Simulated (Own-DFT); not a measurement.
# Strain and stress in C40 NbSi2, 36 atoms (Nb12Si24)

All numbers below are calculated, not measured. They come from Own-DFT, an in-house plane-wave density functional program, since retired, whose code no person has reviewed. Each row is one single-point run on a periodic cell that was not relaxed, without spin or spin-orbit coupling.

Settings of every run: PBE; PseudoDojo norm-conserving scalar-relativistic files; cutoff 42 hartree; 4 x 4 x 5 k mesh centred on Gamma; cold (Marzari-Vanderbilt) smearing of 0.2 eV.

Known limits: forces on such cells failed a check on a denser k mesh; stress not checked against mesh or cutoff.

Unstrained cell vectors in Å: (0.000, 8.324, 0.000); (-9.613, 0.000, 0.000); (0.000, 0.000, 6.586). The unstrained cell was taken from the Materials Project. The random moves and any unrelaxed bonds add to the pressure at no strain. Each run strains this cell uniformly, with the atoms carried along. Every atom was also moved at random, by a Gaussian of width 0.05 Å on each axis. Strain is the symmetric tensor, in per cent. Stress is positive in tension, and the pressure is minus a third of its trace.

```
run,e_xx (%),e_yy (%),e_zz (%),e_yz (%),e_xz (%),e_xy (%),s_xx (GPa),s_yy (GPa),s_zz (GPa),s_yz (GPa),s_xz (GPa),s_xy (GPa),P (GPa),E (meV/atom)
1,1.64,0.81,0.41,1.09,-0.07,0.80,3.83,1.97,-0.82,3.35,-0.62,2.12,-1.66,16.9
2,1.00,0.51,0.34,-0.27,-1.57,0.42,1.91,0.55,-0.84,-1.02,-4.31,1.13,-0.54,0.0
3,-1.03,-0.38,-1.83,1.29,0.56,1.07,-8.83,-5.79,-13.91,4.05,2.67,3.58,9.51,24.8
4,1.99,0.62,-1.37,1.43,-0.47,0.77,3.92,0.44,-8.41,4.66,-0.91,1.83,1.35,13.2
5,1.17,-1.12,-0.76,-0.07,-1.54,-1.09,0.99,-6.53,-7.28,-0.09,-5.31,-2.75,4.27,8.3
6,1.32,-1.09,-0.47,0.29,-0.21,1.18,1.56,-5.32,-6.58,1.14,-0.70,3.87,3.45,8.9
7,0.79,-0.80,-1.03,1.52,-1.08,-0.73,-0.66,-5.24,-9.36,5.39,-2.99,-1.84,5.09,14.2
8,0.71,-1.00,0.79,0.21,0.59,-0.15,-0.17,-4.99,-0.43,0.65,1.49,-0.52,1.86,7.3
9,1.16,-0.31,1.34,-0.46,-1.30,-1.89,1.85,-1.87,2.73,-1.43,-4.25,-4.61,-0.90,16.7
10,-1.23,-0.66,0.82,-0.24,-1.55,1.56,-7.63,-5.55,-2.23,-0.55,-4.23,4.45,5.14,29.7
11,-1.43,0.00,-1.35,0.77,0.78,0.79,-9.03,-5.08,-12.08,2.87,2.99,2.42,8.73,28.7
12,-0.76,-0.34,1.71,-1.99,-0.82,-1.20,-4.52,-3.44,2.78,-6.42,-2.40,-3.67,1.72,24.0
13,0.31,0.15,1.10,1.86,1.04,0.44,-0.57,-1.05,0.91,5.58,3.16,1.52,0.24,17.9
14,0.47,-1.52,0.56,0.79,-0.26,-0.34,-0.98,-7.35,-1.77,2.39,-0.97,-1.00,3.37,4.3
15,-0.74,1.38,1.66,1.97,0.66,-1.54,-3.42,2.98,3.02,5.85,2.13,-4.95,-0.86,25.3
16,-1.96,1.91,0.72,-0.43,-0.13,1.14,?,?,?,?,?,?,?,?
```

E is the free energy for each atom above the lowest run shown.

## Worked fit

Each stress component was fitted by least squares to a constant and the strains of the runs shown, as fractions, with shears doubled. Shear strains stay in the fit of a normal stress only where such slopes are resolved. The slopes, in GPa:

| stress | at no strain | per e_xx | per e_yy | per e_zz | scatter |
|---|---|---|---|---|---|
| s_xx | -2.8 | 384 ± 10 | 45 ± 13 | 74 ± 9 | 0.40 |
| s_yy | -2.6 | 89 ± 6 | 362 ± 8 | 65 ± 6 | 0.24 |
| s_zz | -4.4 | 94 ± 10 | 51 ± 13 | 466 ± 9 | 0.40 |

Each shear stress against twice its own strain: yz 159 ± 4, xz 147 ± 6, xy 141 ± 6 GPa. These are stiffnesses along x, y and z of the frame in which the cell vectors are given, which need not be the crystal's axes. The atoms are held to the strained lattice; where symmetry lets them move under strain, relaxing them would lower some slopes. The table should be nearly symmetric about its diagonal, and what it lacks of that shows the noise. A ninth of its sum, 181 ± 5 GPa, estimates the bulk modulus near the mean pressure of these runs, 2.7 GPa, so it lies above the value at zero pressure.

## Withheld run

Question: what normal stresses and pressure should run 16 give?

The fit gives s_xx = -9.0, s_yy = 3.1, s_zz = -2.0 and P = 2.6 GPa. The calculation gave -7.72, 3.54, -0.74 and P = 1.64 GPa.
